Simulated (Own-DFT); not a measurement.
Si3N4 (beta silicon nitride, atoms displaced) (calculated)

All values are calculated (Own-DFT development build). A calculation, not a measurement: plane-wave PBE density functional theory by an unreviewed code, no spin, of a simulated periodic cell, stress positive in tension, free energy of the whole cell less one offset for each atom, forces on such cells passed a denser k mesh, this cell's mesh not checked; offsets are fitted by least squares, one for each functional and potential file, so energies compare only between cells with the same atoms and settings and are not formation energies; the far tail of each file's local potential was reset to the Coulomb form; each entry is a single point on an unrelaxed cell, so the pressure reflects the starting lattice, mostly measured values (interpolated for alloys), from which strain is counted, and rises with the displacements; printed positions are rounded, which can move forces by about a meV/angstrom; the program, named Own-DFT, is a retired in-house code; no spin-orbit coupling.

Settings shared by all entries: functional PBE; potential files PseudoDojo norm-conserving, scalar-relativistic, standard set; wave cutoff 42 hartree; occupations Fermi-Dirac; smearing width 0.1 eV; k mesh 3 x 3 x 3 centred on Gamma.

(1) Si3N4 (beta silicon nitride, atoms displaced)

```cif
# cell vector a (Å): 7.6060 0.0000 0.0000
# cell vector b (Å): -3.8030 6.5870 0.0000
# cell vector c (Å): 0.0000 0.0000 8.7270
data_Si3N4
_symmetry_space_group_name_H-M 'P 1'
_symmetry_Int_Tables_number 1
_cell_length_a 7.6060
_cell_length_b 7.6060
_cell_length_c 8.7270
_cell_angle_alpha 90.000
_cell_angle_beta 90.000
_cell_angle_gamma 120.000
_cell_volume 437.23
loop_
_atom_site_label
_atom_site_type_symbol
_atom_site_fract_x
_atom_site_fract_y
_atom_site_fract_z
_atom_site_occupancy
Si1 Si 0.17050 0.76877 0.08965 1
Si2 Si 0.24847 0.42128 0.09663 1
Si3 Si 0.60794 0.84392 0.09155 1
Si4 Si 0.83041 0.23064 0.26607 1
Si5 Si 0.75821 0.58989 0.25132 1
Si6 Si 0.39885 0.14195 0.24815 1
N1 N 0.33986 0.04416 0.08112 1
N2 N 0.94539 0.29962 0.09899 1
N3 N 0.68254 0.66736 0.08224 1
N4 N 0.64786 0.96443 0.23984 1
N5 N 0.02032 0.69634 0.25355 1
N6 N 0.31563 0.33867 0.23903 1
N7 N 0.33079 0.67381 0.08228 1
N8 N 0.64665 0.32676 0.24484 1
Si7 Si 0.15681 0.76347 0.42688 1
Si8 Si 0.23884 0.39496 0.41596 1
Si9 Si 0.61754 0.85374 0.42623 1
Si10 Si 0.82228 0.22336 0.58517 1
Si11 Si 0.76325 0.60291 0.57723 1
Si12 Si 0.42304 0.21316 0.59190 1
N9 N 0.32117 0.03495 0.41790 1
N10 N 0.95167 0.26747 0.40461 1
N11 N 0.71100 0.66542 0.40763 1
N12 N 0.66344 0.94960 0.57996 1
N13 N 0.03018 0.69028 0.57980 1
N14 N 0.28575 0.33135 0.59137 1
N15 N 0.31604 0.62969 0.40480 1
N16 N 0.66090 0.31849 0.59724 1
Si13 Si 0.16733 0.75013 0.73989 1
Si14 Si 0.24298 0.41508 0.74760 1
Si15 Si 0.59965 0.83555 0.74987 1
Si16 Si 0.82124 0.22218 0.92265 1
Si17 Si 0.77729 0.60900 0.90623 1
Si18 Si 0.42815 0.18710 0.90811 1
N17 N 0.33325 0.03007 0.76876 1
N18 N 0.95923 0.29803 0.74924 1
N19 N 0.67622 0.65280 0.75197 1
N20 N 0.68044 0.98744 0.89829 1
N21 N 0.99515 0.67252 0.92582 1
N22 N 0.29060 0.35424 0.91346 1
N23 N 0.34330 0.66452 0.74500 1
N24 N 0.64963 0.34260 0.92383 1
```

* free energy of cell above offsets: 8.689 eV
* pressure: 16.35 GPa
* stress xx: -11.83 GPa
* stress yy: -12.39 GPa
* stress zz: -24.83 GPa
* stress yz: -5.71 GPa
* stress xz: -3.49 GPa
* stress xy: -3.84 GPa

Force:
```
element  x (eV/Å)  y (eV/Å)  z (eV/Å)
     Si     -0.37     0.318    -1.464
     Si    -3.318    -0.003      -4.9
     Si    -1.443     -5.58    -7.371
     Si    -9.382    -1.471    -11.03
     Si     1.339    -2.525    -5.401
     Si    -1.069     5.645     0.645
      N    -0.814    -4.708    -3.061
      N     3.644     0.902    -2.879
      N     1.641     0.685     -0.29
      N     0.378     4.481      8.72
      N     0.389     0.575     0.351
      N     1.463    -2.807     5.203
      N     0.436     1.681    -0.073
      N     3.357     0.349      1.91
     Si     4.887     1.192    -6.188
     Si     -1.13    -2.512    -2.673
     Si      -1.5    -9.174    -11.45
     Si     0.475     0.265    -0.192
     Si     1.657    -2.056     2.162
     Si    -2.819    -7.501    -0.141
      N    -0.047    -1.825     3.143
      N     6.752      2.34      12.1
      N    -4.136     3.379     4.433
      N     0.203     6.768     6.616
      N    -3.992    -1.594     3.296
      N     2.794    -1.819    -2.967
      N    -1.792     8.128     1.354
      N     2.524     4.663    -1.232
     Si     1.161     2.192     4.749
     Si    -4.098    -0.487     2.992
     Si    -0.708     -3.25     0.582
     Si    -0.775     7.067     0.866
     Si     -9.03    -5.092     3.414
     Si     -7.99    -2.841     4.003
      N    -0.788    -2.785    -5.759
      N     1.677     1.121    -0.309
      N      0.55     1.644    -3.318
      N    -0.288    -5.005     3.393
      N     11.87     5.439     -0.89
      N     3.329    -2.883     2.555
      N    -2.815     2.775    -0.422
      N      7.78      4.31    -0.482
```

(2) Si3N4 (beta silicon nitride, atoms displaced)

```cif
# cell vector a (Å): 7.6060 0.0000 0.0000
# cell vector b (Å): -3.8030 6.5870 0.0000
# cell vector c (Å): 0.0000 0.0000 8.7270
data_Si3N4
_symmetry_space_group_name_H-M 'P 1'
_symmetry_Int_Tables_number 1
_cell_length_a 7.6060
_cell_length_b 7.6060
_cell_length_c 8.7270
_cell_angle_alpha 90.000
_cell_angle_beta 90.000
_cell_angle_gamma 120.000
_cell_volume 437.23
loop_
_atom_site_label
_atom_site_type_symbol
_atom_site_fract_x
_atom_site_fract_y
_atom_site_fract_z
_atom_site_occupancy
Si1 Si 0.17975 0.76390 0.08184 1
Si2 Si 0.23843 0.41422 0.08765 1
Si3 Si 0.61412 0.83474 0.07308 1
Si4 Si 0.83446 0.25228 0.24706 1
Si5 Si 0.76448 0.60903 0.25030 1
Si6 Si 0.41991 0.18131 0.24208 1
N1 N 0.31278 0.02447 0.09188 1
N2 N 0.95623 0.27627 0.08397 1
N3 N 0.68378 0.63842 0.09373 1
N4 N 0.66526 0.96765 0.23930 1
N5 N 0.03435 0.72286 0.24593 1
N6 N 0.29679 0.31582 0.26138 1
N7 N 0.34692 0.68869 0.06919 1
N8 N 0.68248 0.35235 0.23059 1
Si7 Si 0.15423 0.76779 0.42544 1
Si8 Si 0.21313 0.40299 0.41250 1
Si9 Si 0.58631 0.81040 0.40765 1
Si10 Si 0.82836 0.24088 0.58901 1
Si11 Si 0.75643 0.59406 0.58369 1
Si12 Si 0.40953 0.16589 0.58286 1
N9 N 0.30921 0.01517 0.43560 1
N10 N 0.97719 0.29183 0.42121 1
N11 N 0.70916 0.67566 0.43697 1
N12 N 0.67262 0.96942 0.58705 1
N13 N 0.01616 0.68201 0.56088 1
N14 N 0.30481 0.33496 0.57981 1
N15 N 0.34025 0.67557 0.42100 1
N16 N 0.66713 0.34137 0.58812 1
Si13 Si 0.17248 0.77273 0.76248 1
Si14 Si 0.23061 0.40196 0.76050 1
Si15 Si 0.58731 0.83143 0.77183 1
Si16 Si 0.80284 0.20301 0.89804 1
Si17 Si 0.76302 0.59803 0.90933 1
Si18 Si 0.41683 0.15818 0.92770 1
N17 N 0.32686 0.04079 0.74533 1
N18 N 0.98425 0.29938 0.74373 1
N19 N 0.70334 0.67427 0.74508 1
N20 N 0.65904 0.96053 0.93039 1
N21 N 0.05433 0.71337 0.91294 1
N22 N 0.30661 0.31675 0.91555 1
N23 N 0.34807 0.65825 0.75169 1
N24 N 0.68526 0.34680 0.91491 1
```

* free energy of cell above offsets: 5.592 eV
* pressure: 12.24 GPa
* stress xx: -9.36 GPa
* stress yy: -10.1 GPa
* stress zz: -17.26 GPa
* stress yz: 4.81 GPa
* stress xz: 0.52 GPa
* stress xy: -3.2 GPa

Force:
```
element  x (eV/Å)  y (eV/Å)  z (eV/Å)
     Si     -1.94     0.951     1.992
     Si     0.326      -1.9     -0.99
     Si    -0.611    -6.119      10.1
     Si     0.931    -3.127     1.468
     Si     4.757     -0.81     5.529
     Si    -0.725    -0.928      3.86
      N     1.669      0.69      -1.5
      N     2.588     2.015    -2.755
      N    -4.123     4.086    -7.358
      N     0.595     1.001     1.939
      N    -0.609    -1.595     0.147
      N    -1.483     2.157    -2.382
      N     2.322    -3.729     0.935
      N    -1.608    -1.591     1.783
     Si     6.264     2.086    -7.509
     Si     7.527     2.799      2.78
     Si     0.252      3.62     2.087
     Si     0.194    -1.781    -2.177
     Si     3.661    -1.846     3.144
     Si    -2.327      3.71    -0.564
      N     1.401     2.826    -4.069
      N    -6.889    -2.089    -1.299
      N     -3.18     1.765    -8.771
      N    -0.503     0.977     1.155
      N    -3.215    -2.585     10.72
      N    -0.122    -0.117     0.947
      N    -3.539    -3.095    -1.018
      N     1.083    -1.845    -0.302
     Si     4.544     1.097    -8.907
     Si      4.51    -0.442    -2.893
     Si     1.902    -2.137    -8.352
     Si     3.125     7.211     2.584
     Si     2.214    -0.436     1.409
     Si    -2.581     2.929    -2.391
      N     1.146    -3.265     3.854
      N    -4.084    -1.972     2.186
      N    -0.973     1.643     3.411
      N    -0.129     4.417    -6.337
      N    -6.309    -3.117     4.989
      N    -1.086     1.216     2.253
      N    -4.596     1.197     0.707
      N    -0.376     -3.87    -0.405
```

(3) Si3N4 (beta silicon nitride, atoms displaced)

```cif
# cell vector a (Å): 7.6060 0.0000 0.0000
# cell vector b (Å): -3.8030 6.5870 0.0000
# cell vector c (Å): 0.0000 0.0000 8.7270
data_Si3N4
_symmetry_space_group_name_H-M 'P 1'
_symmetry_Int_Tables_number 1
_cell_length_a 7.6060
_cell_length_b 7.6060
_cell_length_c 8.7270
_cell_angle_alpha 90.000
_cell_angle_beta 90.000
_cell_angle_gamma 120.000
_cell_volume 437.23
loop_
_atom_site_label
_atom_site_type_symbol
_atom_site_fract_x
_atom_site_fract_y
_atom_site_fract_z
_atom_site_occupancy
Si1 Si 0.18568 0.79382 0.09978 1
Si2 Si 0.22767 0.41694 0.09026 1
Si3 Si 0.60949 0.84541 0.07492 1
Si4 Si 0.83090 0.22903 0.24728 1
Si5 Si 0.77741 0.58201 0.25425 1
Si6 Si 0.40692 0.17897 0.24111 1
N1 N 0.34596 0.01892 0.07220 1
N2 N 0.97693 0.29491 0.07454 1
N3 N 0.71495 0.67389 0.07625 1
N4 N 0.68473 0.96847 0.25596 1
N5 N 0.00478 0.70821 0.26361 1
N6 N 0.26605 0.34327 0.23882 1
N7 N 0.32249 0.67656 0.08051 1
N8 N 0.64887 0.31470 0.24646 1
Si7 Si 0.17736 0.75682 0.41448 1
Si8 Si 0.24179 0.42107 0.43833 1
Si9 Si 0.59944 0.78684 0.41342 1
Si10 Si 0.80562 0.24088 0.59433 1
Si11 Si 0.75529 0.56193 0.60990 1
Si12 Si 0.39821 0.15827 0.57607 1
N9 N 0.33281 0.03197 0.39857 1
N10 N 0.97920 0.27988 0.41934 1
N11 N 0.70532 0.67193 0.43065 1
N12 N 0.68682 0.98708 0.58992 1
N13 N 0.02707 0.68708 0.59634 1
N14 N 0.30165 0.33436 0.59160 1
N15 N 0.33197 0.66323 0.43662 1
N16 N 0.64947 0.32218 0.59338 1
Si13 Si 0.16767 0.76599 0.74243 1
Si14 Si 0.25665 0.38190 0.75038 1
Si15 Si 0.57357 0.82135 0.74554 1
Si16 Si 0.84898 0.22180 0.91847 1
Si17 Si 0.76420 0.59375 0.91492 1
Si18 Si 0.41287 0.16968 0.92234 1
N17 N 0.32090 0.02950 0.75241 1
N18 N 0.96350 0.30043 0.73151 1
N19 N 0.72270 0.70462 0.74954 1
N20 N 0.67254 0.97431 0.92511 1
N21 N 0.02124 0.71122 0.90324 1
N22 N 0.33117 0.34436 0.92096 1
N23 N 0.33936 0.67756 0.74820 1
N24 N 0.68367 0.31508 0.93281 1
```

- free energy of cell above offsets: 9.555 eV
- pressure: 15.42 GPa
- stress xx: -15.9 GPa
- stress yy: -16.94 GPa
- stress zz: -13.43 GPa
- stress yz: 1.9 GPa
- stress xz: -4.83 GPa
- stress xy: -3.13 GPa

Force:
```
element  x (eV/Å)  y (eV/Å)  z (eV/Å)
     Si    -3.394    -8.034    -3.329
     Si    -0.982      3.84      -7.7
     Si     0.176    -4.935      5.45
     Si     1.244     -0.94     1.621
     Si     -9.71    -3.078    -1.473
     Si    -4.106    -0.716    -1.211
      N     -0.77     6.107     3.336
      N    -0.405     0.174     2.938
      N    -2.298     0.406     3.581
      N    -0.496    -2.032    -0.981
      N     10.74     4.966    -0.635
      N     8.716    -4.084     9.858
      N     2.279    -0.052     0.781
      N     4.094     4.078     0.859
     Si    -3.049     1.114     2.013
     Si    -2.471    -4.418    -4.491
     Si    -9.752     11.21     0.333
     Si     6.172    -3.599    -4.321
     Si     -0.89     8.058    -2.082
     Si    -1.357    -0.781     0.882
      N    -0.686    -1.791     2.655
      N    -3.456     1.374     0.173
      N     9.887    -8.411     0.346
      N    -1.632    -4.256    -1.151
      N    -2.017    -1.475    -6.312
      N     5.721    -3.158    -6.285
      N      1.46     2.749    -1.201
      N    -2.513    -0.564    -0.734
     Si     2.174     0.564     5.439
     Si    -8.161     4.566     5.814
     Si     5.045     5.082     0.181
     Si    -3.042      0.92    -4.769
     Si     1.857    -1.133    -0.417
     Si     2.423     1.517    -2.679
      N     0.216     0.666     -1.67
      N     4.793     1.495     6.659
      N    -0.231    -3.131     0.388
      N     0.191     0.389    -5.148
      N     2.008     0.507     2.982
      N    -1.128    -0.291     1.323
      N    -2.959    -5.164     0.441
      N    -3.687     2.256    -1.464
```

(4) Si3N4 (beta silicon nitride, atoms displaced)

```cif
# cell vector a (Å): 7.6060 0.0000 0.0000
# cell vector b (Å): -3.8030 6.5870 0.0000
# cell vector c (Å): 0.0000 0.0000 8.7270
data_Si3N4
_symmetry_space_group_name_H-M 'P 1'
_symmetry_Int_Tables_number 1
_cell_length_a 7.6060
_cell_length_b 7.6060
_cell_length_c 8.7270
_cell_angle_alpha 90.000
_cell_angle_beta 90.000
_cell_angle_gamma 120.000
_cell_volume 437.23
loop_
_atom_site_label
_atom_site_type_symbol
_atom_site_fract_x
_atom_site_fract_y
_atom_site_fract_z
_atom_site_occupancy
Si1 Si 0.17783 0.76176 0.06834 1
Si2 Si 0.22153 0.40493 0.07837 1
Si3 Si 0.61109 0.82274 0.05831 1
Si4 Si 0.85225 0.25417 0.24185 1
Si5 Si 0.79487 0.61318 0.24723 1
Si6 Si 0.40580 0.16355 0.23652 1
N1 N 0.33589 0.03121 0.08482 1
N2 N 0.97875 0.34770 0.08430 1
N3 N 0.70138 0.67002 0.07934 1
N4 N 0.68835 0.96768 0.25301 1
N5 N 0.06167 0.70644 0.24148 1
N6 N 0.29069 0.32153 0.24289 1
N7 N 0.34226 0.67453 0.09198 1
N8 N 0.67700 0.34178 0.26161 1
Si7 Si 0.17409 0.76921 0.43239 1
Si8 Si 0.21758 0.37471 0.41453 1
Si9 Si 0.58468 0.84831 0.41521 1
Si10 Si 0.82779 0.22335 0.57025 1
Si11 Si 0.77443 0.59783 0.56041 1
Si12 Si 0.38796 0.16920 0.58592 1
N9 N 0.34535 0.04190 0.41403 1
N10 N 0.96850 0.29687 0.42727 1
N11 N 0.67029 0.66791 0.42607 1
N12 N 0.65767 0.96066 0.58292 1
N13 N 0.04169 0.69924 0.58440 1
N14 N 0.29280 0.30474 0.60164 1
N15 N 0.33224 0.64718 0.41863 1
N16 N 0.68424 0.33472 0.54486 1
Si13 Si 0.14534 0.77610 0.74196 1
Si14 Si 0.22690 0.40568 0.74071 1
Si15 Si 0.60341 0.83133 0.75066 1
Si16 Si 0.80438 0.22072 0.91083 1
Si17 Si 0.76308 0.60314 0.92240 1
Si18 Si 0.38652 0.15569 0.92151 1
N17 N 0.37739 0.04075 0.75105 1
N18 N 0.98670 0.28843 0.75984 1
N19 N 0.67614 0.64683 0.76116 1
N20 N 0.64589 0.95494 0.91219 1
N21 N 0.04527 0.70560 0.92695 1
N22 N 0.30841 0.33167 0.92432 1
N23 N 0.33160 0.66788 0.72377 1
N24 N 0.66003 0.33622 0.90442 1
```

- free energy of cell above offsets: 7.183 eV
- pressure: 11.72 GPa
- stress xx: -9.85 GPa
- stress yy: -2.83 GPa
- stress zz: -22.47 GPa
- stress yz: -0.03 GPa
- stress xz: 0.94 GPa
- stress xy: 1.58 GPa

Force:
```
element  x (eV/Å)  y (eV/Å)  z (eV/Å)
     Si     5.599     2.608     7.364
     Si      2.74     2.135     0.516
     Si    -4.309    -1.703     9.111
     Si    -3.814    -3.202     3.582
     Si    -1.556    -1.753     1.389
     Si     0.482     4.754     4.729
      N      0.06    -3.582    -2.517
      N    -0.425    -2.331    -3.281
      N     1.579     0.019      2.65
      N     0.255     3.268    -4.056
      N    -4.059    -0.655     3.107
      N     0.585    -1.445      0.32
      N     1.923    -0.781    -1.775
      N    -0.318     0.297    -2.475
     Si     5.716     0.933    -7.115
     Si     1.741     3.677     0.868
     Si     0.384    -4.976    -0.873
     Si    -3.039    -1.167     6.264
     Si    -1.211    -3.035     3.398
     Si     8.558    -0.996    -1.269
      N    -1.004    -3.123     0.694
      N       3.5     1.129    -5.583
      N     3.062     0.326    -3.019
      N      1.17     3.483     1.409
      N    -6.467    -2.168    -1.831
      N    -4.821     2.783    -3.843
      N    -2.469      1.24    -0.116
      N    -2.363     0.757     3.074
     Si     8.425     1.728     6.395
     Si     2.961     3.702     3.702
     Si    -2.637    -4.446    -3.706
     Si     1.248     2.956    -0.024
     Si     3.563    -3.868    -2.395
     Si     1.414     4.478    -1.824
      N    -3.346    -3.075    -0.415
      N    -6.582    -3.299    -0.928
      N     1.144     2.254    -3.147
      N     0.805     5.666    -1.586
      N    -6.822    -1.779    -8.422
      N    -1.732    -0.199    -1.438
      N    -0.765     0.075     2.079
      N     0.822    -0.688     0.987
```
